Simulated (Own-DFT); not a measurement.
# Computed records: AlN (wurtzite, strained, atoms displaced)

All values are calculated (Own-DFT development build). A calculation, not a measurement: plane-wave PBE density functional theory by an unreviewed code, no spin, of a simulated periodic cell, stress positive in tension, free energy of the whole cell less one offset for each atom, forces on such cells passed a denser k mesh, this cell's mesh not checked; offsets are fitted by least squares, one for each functional and potential file, so energies compare only between cells with the same atoms and settings and are not formation energies; the far tail of each file's local potential was reset to the Coulomb form; each entry is a single point on an unrelaxed cell, so the pressure reflects the starting lattice, mostly measured values (interpolated for alloys), from which strain is counted, and rises with the displacements; printed positions are rounded, which can move forces by about a meV/angstrom; the program, named Own-DFT, is a retired in-house code; no spin-orbit coupling.

Settings shared by all entries: functional PBE; potential files PseudoDojo norm-conserving, scalar-relativistic, standard set; wave cutoff 42 hartree; occupations Fermi-Dirac; smearing width 0.1 eV; hardware one NVIDIA H100; k mesh 2 x 2 x 2 centred on Gamma.

(1) AlN (wurtzite, strained, atoms displaced)

```cif
# cell vector a (Å): 12.3292 0.2125 -0.1308
# cell vector b (Å): -5.9806 10.7845 0.2762
# cell vector c (Å): -0.1047 0.1949 9.8338
data_AlN
_symmetry_space_group_name_H-M 'P 1'
_symmetry_Int_Tables_number 1
_cell_length_a 12.3317
_cell_length_b 12.3349
_cell_length_c 9.8363
_cell_angle_alpha 87.428
_cell_angle_beta 91.198
_cell_angle_gamma 118.029
_cell_volume 1319.38
loop_
_atom_site_label
_atom_site_type_symbol
_atom_site_fract_x
_atom_site_fract_y
_atom_site_fract_z
_atom_site_occupancy
Al1 Al 0.08169 0.16916 0.99867 1
Al2 Al 0.17151 0.08392 0.24598 1
N1 N 0.08370 0.17553 0.20191 1
N2 N 0.17300 0.08828 0.43963 1
Al3 Al 0.08361 0.16713 0.50338 1
Al4 Al 0.17714 0.08500 0.75473 1
N3 N 0.08222 0.17006 0.68679 1
N4 N 0.16300 0.08359 0.94151 1
Al5 Al 0.08030 0.41166 0.99712 1
Al6 Al 0.16694 0.33578 0.24806 1
N5 N 0.08416 0.42386 0.18939 1
N6 N 0.15834 0.32555 0.44483 1
Al7 Al 0.07714 0.41454 0.50114 1
Al8 Al 0.17450 0.34480 0.74686 1
N7 N 0.08151 0.41465 0.68872 1
N8 N 0.16650 0.33079 0.94195 1
Al9 Al 0.08849 0.66724 0.01023 1
Al10 Al 0.17394 0.58778 0.24792 1
N9 N 0.07930 0.65691 0.19661 1
N10 N 0.17368 0.57920 0.44847 1
Al11 Al 0.08063 0.66610 0.50785 1
Al12 Al 0.17502 0.59002 0.75156 1
N11 N 0.08607 0.66818 0.69090 1
N12 N 0.17039 0.58625 0.94708 1
Al13 Al 0.09031 0.92045 0.00748 1
Al14 Al 0.17452 0.83332 0.25409 1
N13 N 0.07193 0.91067 0.19888 1
N14 N 0.16626 0.83747 0.43906 1
Al15 Al 0.08199 0.91531 0.49878 1
Al16 Al 0.17274 0.83373 0.75640 1
N15 N 0.08433 0.91466 0.69249 1
N16 N 0.16276 0.83192 0.93502 1
Al17 Al 0.33101 0.16512 0.99323 1
Al18 Al 0.41036 0.07608 0.26383 1
N17 N 0.33080 0.16619 0.19469 1
N18 N 0.40560 0.08433 0.44224 1
Al19 Al 0.34058 0.16315 0.50171 1
Al20 Al 0.41769 0.08258 0.75429 1
N19 N 0.33644 0.16469 0.68742 1
N20 N 0.40866 0.07642 0.94797 1
Al21 Al 0.33677 0.41976 0.99477 1
Al22 Al 0.41668 0.32910 0.24289 1
N21 N 0.33712 0.41463 0.19910 1
N22 N 0.41910 0.33712 0.43891 1
Al23 Al 0.34017 0.42089 0.50523 1
Al24 Al 0.42608 0.34216 0.75197 1
N23 N 0.33583 0.41303 0.68778 1
N24 N 0.41558 0.33669 0.93820 1
Al25 Al 0.33020 0.66928 0.00405 1
Al26 Al 0.41529 0.58034 0.25051 1
N25 N 0.33592 0.66792 0.18758 1
N26 N 0.41146 0.57614 0.44457 1
Al27 Al 0.32327 0.65640 0.50557 1
Al28 Al 0.42147 0.58224 0.74108 1
N27 N 0.33855 0.66904 0.69093 1
N28 N 0.41353 0.58305 0.93981 1
Al29 Al 0.32914 0.92275 0.00004 1
Al30 Al 0.41739 0.83533 0.24810 1
N29 N 0.32318 0.90921 0.18824 1
N30 N 0.40757 0.82981 0.44497 1
Al31 Al 0.33102 0.92459 0.49545 1
Al32 Al 0.40355 0.82419 0.75344 1
N31 N 0.33333 0.91191 0.69622 1
N32 N 0.42310 0.83724 0.93407 1
Al33 Al 0.57942 0.16685 0.00340 1
Al34 Al 0.67340 0.08911 0.25045 1
N33 N 0.57668 0.16162 0.20078 1
N34 N 0.66951 0.09080 0.44023 1
Al35 Al 0.58822 0.16474 0.50309 1
Al36 Al 0.66828 0.08202 0.75250 1
N35 N 0.58579 0.16563 0.69363 1
N36 N 0.65719 0.08254 0.94146 1
Al37 Al 0.57735 0.41883 0.00662 1
Al38 Al 0.66451 0.32681 0.24050 1
N37 N 0.57615 0.41818 0.19013 1
N38 N 0.66418 0.33748 0.43885 1
Al39 Al 0.58151 0.41333 0.50659 1
Al40 Al 0.67464 0.33436 0.74231 1
N39 N 0.58252 0.41955 0.69844 1
N40 N 0.67158 0.33366 0.94842 1
Al41 Al 0.57907 0.66085 0.00426 1
Al42 Al 0.66847 0.58227 0.25496 1
N41 N 0.58136 0.66626 0.19113 1
N42 N 0.66533 0.58749 0.43839 1
Al43 Al 0.58653 0.66377 0.49636 1
Al44 Al 0.67204 0.59005 0.75357 1
N43 N 0.58418 0.66321 0.69282 1
N44 N 0.66634 0.57662 0.93405 1
Al45 Al 0.57683 0.91615 0.99805 1
Al46 Al 0.66317 0.83416 0.24466 1
N45 N 0.58323 0.91726 0.19064 1
N46 N 0.66826 0.83435 0.44534 1
Al47 Al 0.58329 0.92086 0.49492 1
Al48 Al 0.67179 0.83335 0.75078 1
N47 N 0.58400 0.91855 0.69492 1
N48 N 0.66383 0.83116 0.94328 1
Al49 Al 0.82913 0.15584 0.99658 1
Al50 Al 0.91142 0.07640 0.25229 1
N49 N 0.82939 0.16593 0.18640 1
N50 N 0.90931 0.07937 0.43596 1
Al51 Al 0.83272 0.16159 0.49301 1
Al52 Al 0.91229 0.07874 0.74095 1
N51 N 0.83998 0.16775 0.69417 1
N52 N 0.91285 0.08253 0.94454 1
Al53 Al 0.83192 0.41992 0.99048 1
Al54 Al 0.92339 0.33130 0.25102 1
N53 N 0.82426 0.41777 0.19393 1
N54 N 0.91574 0.33506 0.44161 1
Al55 Al 0.83678 0.41957 0.50156 1
Al56 Al 0.90656 0.33156 0.74916 1
N55 N 0.83432 0.42292 0.69180 1
N56 N 0.91683 0.33697 0.94267 1
Al57 Al 0.83638 0.67253 0.00250 1
Al58 Al 0.92983 0.58837 0.24828 1
N57 N 0.82913 0.67039 0.19621 1
N58 N 0.91898 0.57740 0.44048 1
Al59 Al 0.83469 0.66928 0.50316 1
Al60 Al 0.92037 0.58668 0.75044 1
N59 N 0.83938 0.66881 0.68658 1
N60 N 0.91550 0.58009 0.94676 1
Al61 Al 0.83913 0.91732 0.00749 1
Al62 Al 0.91669 0.82695 0.24892 1
N61 N 0.83005 0.91134 0.19094 1
N62 N 0.92442 0.84231 0.44768 1
Al63 Al 0.82984 0.91378 0.49654 1
Al64 Al 0.91834 0.83237 0.74739 1
N63 N 0.82865 0.91575 0.69527 1
N64 N 0.92551 0.84353 0.93600 1
```

| Item | Value |
| --- | --- |
| free energy of cell above offsets | -50.329 eV |
| pressure | 8.49 GPa |
| stress xx | -11.42 GPa |
| stress yy | -3.16 GPa |
| stress zz | -10.9 GPa |
| stress yz | 5 GPa |
| stress xz | -1.34 GPa |
| stress xy | 4.74 GPa |
| wall time | 394.4 s |

Force:
```tsv
element	x (eV/Å)	y (eV/Å)	z (eV/Å)
Al	-0.577	-0.518	0.776
Al	-2.089	-0.102	1.484
N	-0.002	-2.159	-2.041
N	-0.029	-1.084	0.368
Al	0.39	-0.901	-1.303
Al	-2.345	-0.63	-1.921
N	0.756	-0.486	2.071
N	1.176	0.244	0.827
Al	-0.209	0.936	0.095
Al	0.734	0.297	1.354
N	0.469	-0.284	-0.027
N	0.545	2.436	-0.578
Al	1.418	-0.462	-0.285
Al	-0.17	-2.715	0.002
N	-1.377	1.69	1.217
N	0.453	1.147	-0.426
Al	-1.3	-0.519	-1.754
Al	0.688	-1.635	1.368
N	1.786	3.799	-0.717
N	-3.408	-0.202	-1.638
Al	1.062	0.152	-1.839
Al	-0.353	-1.905	0.102
N	-0.292	0.41	1.231
N	-0.287	-0.511	-0.846
Al	-1.557	-0.778	-0.834
Al	-3.217	-1.628	0.26
N	3.158	1.563	-1.338
N	0.848	-1.265	0.588
Al	0.547	2.194	0.683
Al	-1.338	-0.366	-2.414
N	0.199	0.752	-0.019
N	0.947	0.107	3.279
Al	-0.717	1.006	1.381
Al	0.218	0.802	-3.092
N	1.153	-0.415	-1.702
N	5.718	-1.692	-0.111
Al	-5.639	3.67	0.534
Al	0.98	-0.761	-0.312
N	0.022	1.164	1.717
N	0.793	2.777	-1.211
Al	-1.443	-0.322	1.506
Al	-0.06	-0.069	2.085
N	-2.135	0.918	-1.923
N	0.802	-1.038	0.62
Al	-1.137	-2.924	-2.006
Al	-0.244	-2.21	-0.407
N	-0.888	1.558	1.361
N	0.934	-1.214	0.66
Al	1.59	0.238	-1.494
Al	0.791	-0.475	0.308
N	-0.529	0.826	1.228
N	0.531	2.542	-0.293
Al	2.423	2.347	-0.541
Al	-0.119	-0.141	1.326
N	-0.812	-0.959	0.421
N	0.397	0.251	-0.324
Al	1.164	-3.194	-0.415
Al	0.6	-0.93	0.758
N	1.578	2.025	0.1
N	0.886	0.825	-0.886
Al	0.539	-2.525	1.821
Al	3.769	1.161	-1.023
N	-1.885	2.165	-1.253
N	-2.644	-1.085	2.278
Al	0.044	0.211	0.26
Al	-0.842	-1.278	-0.452
N	-0.661	-0.276	-0.911
N	0.811	-1.61	-0.32
Al	-2.14	1.763	-0.281
Al	0.659	-0.9	-0.196
N	-0.967	0.662	-0.279
N	1.468	0.075	0.398
Al	1.656	-0.547	-1.581
Al	-0.969	1.228	1.293
N	1.433	0.155	0.431
N	1.431	-1.139	0.701
Al	-0.801	0.798	-0.943
Al	-2.11	-0.473	1.703
N	1.815	0.644	-0.93
N	-2.11	-0.892	-1.215
Al	0.072	0.863	-1.267
Al	-0.653	-0.635	-0.994
N	-0.168	0.082	0.784
N	2.47	-1.165	1.17
Al	-2.433	1.03	0.837
Al	1.077	-1.485	-1.289
N	-0.445	1.384	-0.978
N	-0.08	1.765	2.541
Al	1.745	0.174	-0.292
Al	1.538	-1.207	0.743
N	-1.539	1.176	0.259
N	-0.82	-0.536	-1.197
Al	-0.296	-1.115	1.425
Al	-2.034	-0.681	0.452
N	-0.498	-0.24	-0.919
N	0.89	0.059	0.524
Al	-2.188	2.214	0.228
Al	0.857	0.672	-1.296
N	0.961	0.438	0.611
N	1.276	-0.286	1.195
Al	-0.493	1.717	1.464
Al	2.447	0.221	1.724
N	-3.157	0.635	-1.114
N	1.909	-0.712	-0.936
Al	0.573	-0.985	2.694
Al	-2.108	0.53	-0.823
N	2.417	0.607	-0.683
N	0.219	-1.118	0.034
Al	-1.235	-1.183	-1.212
Al	3.202	-0.159	0.59
N	-0.075	0.318	-0.362
N	0.194	-1.352	-0.569
Al	-0.227	-0.527	-0.426
Al	-4.318	-3.193	0.85
N	1.634	-0.827	-0.73
N	-0.523	2.323	0.384
Al	0.172	-0.216	-1.846
Al	0.8	-0.218	0.864
N	-1.353	0.204	1.329
N	0.475	2.537	-0.751
Al	-1.412	-0.362	-1.861
Al	-1.747	0.61	1.641
N	-0.165	0.71	1.223
N	-1.057	-2.344	-1.105
Al	0.161	0.594	0.855
Al	0.416	0.837	-0.1
N	1.343	0.081	-1.383
N	0.2	-1.556	1.194
```

(2) AlN (wurtzite, strained, atoms displaced)

```cif
# cell vector a (Å): 12.6140 -0.0214 0.1925
# cell vector b (Å): -6.3256 10.6311 -0.2683
# cell vector c (Å): 0.1541 -0.1590 10.1570
data_AlN
_symmetry_space_group_name_H-M 'P 1'
_symmetry_Int_Tables_number 1
_cell_length_a 12.6155
_cell_length_b 12.3736
_cell_length_c 10.1594
_cell_angle_alpha 92.458
_cell_angle_beta 88.255
_cell_angle_gamma 120.860
_cell_volume 1360.03
loop_
_atom_site_label
_atom_site_type_symbol
_atom_site_fract_x
_atom_site_fract_y
_atom_site_fract_z
_atom_site_occupancy
Al1 Al 0.09160 0.17036 0.99601 1
Al2 Al 0.15959 0.07926 0.25594 1
N1 N 0.08916 0.17097 0.19996 1
N2 N 0.15776 0.07327 0.44610 1
Al3 Al 0.08501 0.16076 0.49229 1
Al4 Al 0.16121 0.08190 0.75720 1
N3 N 0.08295 0.16987 0.69619 1
N4 N 0.16669 0.08011 0.93701 1
Al5 Al 0.09147 0.42238 0.99531 1
Al6 Al 0.16252 0.33739 0.26141 1
N5 N 0.07942 0.41486 0.18998 1
N6 N 0.17434 0.34214 0.43850 1
Al7 Al 0.08271 0.42292 0.50259 1
Al8 Al 0.16385 0.33290 0.74776 1
N7 N 0.07935 0.42576 0.69751 1
N8 N 0.16502 0.33429 0.94861 1
Al9 Al 0.07457 0.66647 0.99317 1
Al10 Al 0.16760 0.58249 0.24694 1
N9 N 0.08401 0.66375 0.18718 1
N10 N 0.16884 0.57863 0.44249 1
Al11 Al 0.07587 0.66300 0.50228 1
Al12 Al 0.16570 0.57868 0.75582 1
N11 N 0.07699 0.66538 0.68556 1
N12 N 0.16564 0.58612 0.94519 1
Al13 Al 0.08924 0.92201 0.00358 1
Al14 Al 0.16065 0.83577 0.25124 1
N13 N 0.08173 0.90644 0.19251 1
N14 N 0.16254 0.83175 0.43911 1
Al15 Al 0.08808 0.92207 0.49774 1
Al16 Al 0.16394 0.83293 0.74692 1
N15 N 0.08051 0.92031 0.69102 1
N16 N 0.16285 0.83560 0.94361 1
Al17 Al 0.32258 0.16481 0.99936 1
Al18 Al 0.41705 0.07933 0.24962 1
N17 N 0.33687 0.16675 0.18600 1
N18 N 0.40705 0.08205 0.43727 1
Al19 Al 0.33417 0.16337 0.49550 1
Al20 Al 0.42155 0.08744 0.74923 1
N19 N 0.32717 0.16092 0.69362 1
N20 N 0.42312 0.08203 0.94589 1
Al21 Al 0.33719 0.42487 0.99741 1
Al22 Al 0.41661 0.33172 0.24527 1
N21 N 0.33070 0.41588 0.18445 1
N22 N 0.41545 0.33432 0.44527 1
Al23 Al 0.33080 0.41449 0.49698 1
Al24 Al 0.41677 0.33646 0.76080 1
N23 N 0.33469 0.41540 0.69372 1
N24 N 0.41632 0.33463 0.93074 1
Al25 Al 0.33575 0.66865 0.99287 1
Al26 Al 0.42565 0.58896 0.24737 1
N25 N 0.33183 0.66339 0.20098 1
N26 N 0.41805 0.57401 0.44369 1
Al27 Al 0.33994 0.66704 0.50358 1
Al28 Al 0.41053 0.58076 0.74847 1
N27 N 0.32819 0.65564 0.69618 1
N28 N 0.42317 0.58018 0.93822 1
Al29 Al 0.33497 0.91515 0.99816 1
Al30 Al 0.41920 0.83292 0.25362 1
N29 N 0.33650 0.91958 0.18561 1
N30 N 0.41851 0.82884 0.44711 1
Al31 Al 0.33746 0.92211 0.49602 1
Al32 Al 0.42586 0.83960 0.75534 1
N31 N 0.33336 0.91731 0.69506 1
N32 N 0.41044 0.83379 0.95169 1
Al33 Al 0.58631 0.16699 0.99868 1
Al34 Al 0.67196 0.08186 0.24969 1
N33 N 0.58311 0.16479 0.19540 1
N34 N 0.66703 0.08487 0.43960 1
Al35 Al 0.59219 0.16200 0.50063 1
Al36 Al 0.66904 0.08874 0.75305 1
N35 N 0.59089 0.16809 0.69381 1
N36 N 0.66810 0.07840 0.93985 1
Al37 Al 0.57961 0.41481 0.00502 1
Al38 Al 0.67901 0.34456 0.25457 1
N37 N 0.58461 0.41836 0.19717 1
N38 N 0.67573 0.34370 0.43493 1
Al39 Al 0.58805 0.42420 0.50085 1
Al40 Al 0.67711 0.33706 0.74851 1
N39 N 0.58686 0.41986 0.69794 1
N40 N 0.66816 0.33331 0.93840 1
Al41 Al 0.57902 0.66321 0.00555 1
Al42 Al 0.65851 0.57435 0.25238 1
N41 N 0.57815 0.66308 0.19161 1
N42 N 0.67396 0.58288 0.44726 1
Al43 Al 0.58978 0.67043 0.49598 1
Al44 Al 0.66805 0.58218 0.75247 1
N43 N 0.58244 0.66333 0.68800 1
N44 N 0.67250 0.58312 0.94279 1
Al45 Al 0.57931 0.91144 0.00981 1
Al46 Al 0.66552 0.83747 0.25232 1
N45 N 0.57867 0.91186 0.19019 1
N46 N 0.66845 0.83363 0.44241 1
Al47 Al 0.58261 0.90913 0.49397 1
Al48 Al 0.66537 0.83008 0.74576 1
N47 N 0.57974 0.91249 0.69347 1
N48 N 0.67217 0.83840 0.93518 1
Al49 Al 0.83390 0.16025 0.99015 1
Al50 Al 0.92190 0.08206 0.25588 1
N49 N 0.82836 0.16922 0.18586 1
N50 N 0.92751 0.08663 0.44126 1
Al51 Al 0.83599 0.16476 0.49899 1
Al52 Al 0.91039 0.08227 0.76197 1
N51 N 0.83822 0.16964 0.69585 1
N52 N 0.92256 0.08222 0.94462 1
Al53 Al 0.83296 0.40372 0.99746 1
Al54 Al 0.90942 0.33517 0.24854 1
N53 N 0.83368 0.41731 0.19148 1
N54 N 0.91470 0.33085 0.43891 1
Al55 Al 0.83620 0.41935 0.50575 1
Al56 Al 0.91581 0.33503 0.74526 1
N55 N 0.83369 0.41426 0.68959 1
N56 N 0.92467 0.33978 0.94904 1
Al57 Al 0.83980 0.66831 0.00780 1
Al58 Al 0.91267 0.57874 0.24650 1
N57 N 0.83646 0.66477 0.18982 1
N58 N 0.91558 0.57939 0.43888 1
Al59 Al 0.83963 0.68107 0.49280 1
Al60 Al 0.91530 0.58500 0.74940 1
N59 N 0.83023 0.66313 0.68864 1
N60 N 0.91986 0.58489 0.93987 1
Al61 Al 0.83178 0.91706 0.01094 1
Al62 Al 0.91992 0.83418 0.24408 1
N61 N 0.83150 0.90535 0.19126 1
N62 N 0.91562 0.83284 0.44483 1
Al63 Al 0.84079 0.92039 0.49621 1
Al64 Al 0.91872 0.83895 0.75627 1
N63 N 0.83702 0.91922 0.68918 1
N64 N 0.91588 0.83511 0.94204 1
```

| Quantity | Value |
| --- | --- |
| free energy of cell above offsets | -51.481 eV |
| pressure | 2.75 GPa |
| stress xx | -0.95 GPa |
| stress yy | -10.29 GPa |
| stress zz | 2.99 GPa |
| stress yz | -3.17 GPa |
| stress xz | 3.75 GPa |
| stress xy | -0.59 GPa |
| wall time | 428.1 s |

Force:
```tsv
element	x (eV/Å)	y (eV/Å)	z (eV/Å)
Al	-1.139	-0.249	1.38
Al	1.609	0.7	-0.47
N	-0.357	-1.522	-1.068
N	1.483	3.232	-2.272
Al	-0.267	2.729	2.394
Al	0.52	0.955	-1.857
N	-0.323	-1.513	-0.814
N	-0.896	0.652	1.116
Al	-1.402	-0.606	1.984
Al	0.618	1.03	-2.278
N	0.13	-0.434	0.014
N	-1.497	-1.925	1.636
Al	0.465	-1.41	0.222
Al	0.242	1.272	0.672
N	1.388	-3.559	-1.698
N	1.438	0.458	-1.878
Al	2.26	0.703	1.838
Al	-0.896	0.094	0.854
N	-0.743	0.275	0.093
N	-0.6	2.212	-0.401
Al	1.343	0.322	-0.93
Al	-1.062	3.341	0.388
N	1.17	-0.127	1.015
N	0.819	0.61	-0.976
Al	-1.191	-1.588	-0.223
Al	3.395	-1.888	0.167
N	-1.876	2.765	-0.922
N	0.849	0.369	0.209
Al	-0.404	-3.584	2.209
Al	-0.231	0.692	0.483
N	0.775	-1.042	-0.413
N	1.258	-0.094	-1.059
Al	3.172	0.723	0.034
Al	-0.266	1.618	-0.507
N	-1.216	-1.264	0.514
N	3.351	-0.198	-0.249
Al	-1.97	1.557	1.992
Al	-0.831	-0.017	0.933
N	0.743	0.669	-0.352
N	-1.498	0.613	-1.249
Al	-0.235	-2.516	0.92
Al	-0.95	0.553	1.187
N	0.699	0.095	0.642
N	0.916	-0.565	-1.173
Al	1.07	-0.205	1.611
Al	0.505	-0.514	-4.034
N	-0.966	-0.783	-0.473
N	-0.082	-0.385	4.24
Al	-0.399	-1.111	1.589
Al	-3.109	-2.457	1.55
N	1.181	0.54	-1.709
N	0.071	2.937	-1.012
Al	-0.887	-1.895	0.111
Al	2.161	0.225	0.008
N	-0.314	2.16	-0.346
N	-1.922	2.009	-0.516
Al	-2.453	0.975	0.893
Al	-1.946	-0.428	-0.042
N	-0.218	-1.898	1.104
N	-0.519	1.349	-1.144
Al	-0.696	-1.899	1.191
Al	-2.437	-1.501	0.178
N	0.725	-0.479	-0.867
N	3.135	-0.503	-1.943
Al	-0.149	-0.205	1.152
Al	-2.106	0.834	-0.199
N	0.913	0.584	-0.336
N	2.697	-2.057	-0.469
Al	-3.456	2.503	0.207
Al	0.736	-1.428	0.071
N	-0.738	-0.262	-1.266
N	-0.338	0.294	0.036
Al	0.85	0.257	-0.883
Al	-1.839	-2.356	-0.436
N	0.177	-2.32	-1.544
N	-0.261	-1.591	1.894
Al	-0.093	-2.108	1.278
Al	-2.693	0.062	0.763
N	0.225	-1.971	-1.172
N	0.324	-0.075	0.368
Al	2.113	0.956	-1.213
Al	0.895	3.431	0.778
N	2.368	1.567	-0.164
N	-1.336	1.766	-2.07
Al	-0.288	-2.034	1.354
Al	-0.349	1.204	0.378
N	-0.23	-0.067	-0.074
N	-0.952	0.199	0.73
Al	0.239	0.53	-2.091
Al	0.801	-1.196	-0.11
N	1.297	0.391	1.041
N	0.881	0.826	-1.168
Al	-0.823	1.437	1.942
Al	0.365	0.578	0.474
N	1.594	1.205	-1.227
N	-0.851	-0.917	1.486
Al	-0.361	1.501	1.704
Al	-1.009	0.7	-1.316
N	2.149	-1.359	0.058
N	-2.169	-0.746	-0.629
Al	-0.099	0.453	0.503
Al	1.601	0.248	-1.484
N	-0.65	-1.178	-0.854
N	-0.177	0.04	0.405
Al	-2.022	2.511	0.845
Al	1.888	0.167	0.171
N	0.243	-0.594	-1.601
N	0.283	0.134	0.487
Al	-0.404	-0.26	-0.968
Al	0.227	0.753	1.61
N	0.773	0.575	-0.018
N	0.765	-2.172	-2.147
Al	-0.999	-0.374	-1.458
Al	1.299	1.859	0.862
N	-1.058	-0.405	0.879
N	-0.531	1.077	-0.355
Al	1.04	-4.751	2.329
Al	-0.485	0.329	0.284
N	0.51	1.198	-0.118
N	-1.34	-1.642	-0.692
Al	0.504	-0.571	-1.945
Al	-0.219	-1.407	1.362
N	-1.051	1.811	0.983
N	0.808	3.25	-2.522
Al	-0.802	-0.334	1.56
Al	-0.291	-1.191	-0.632
N	-0.777	-0.368	-0.307
N	0.686	0.433	0.975
```
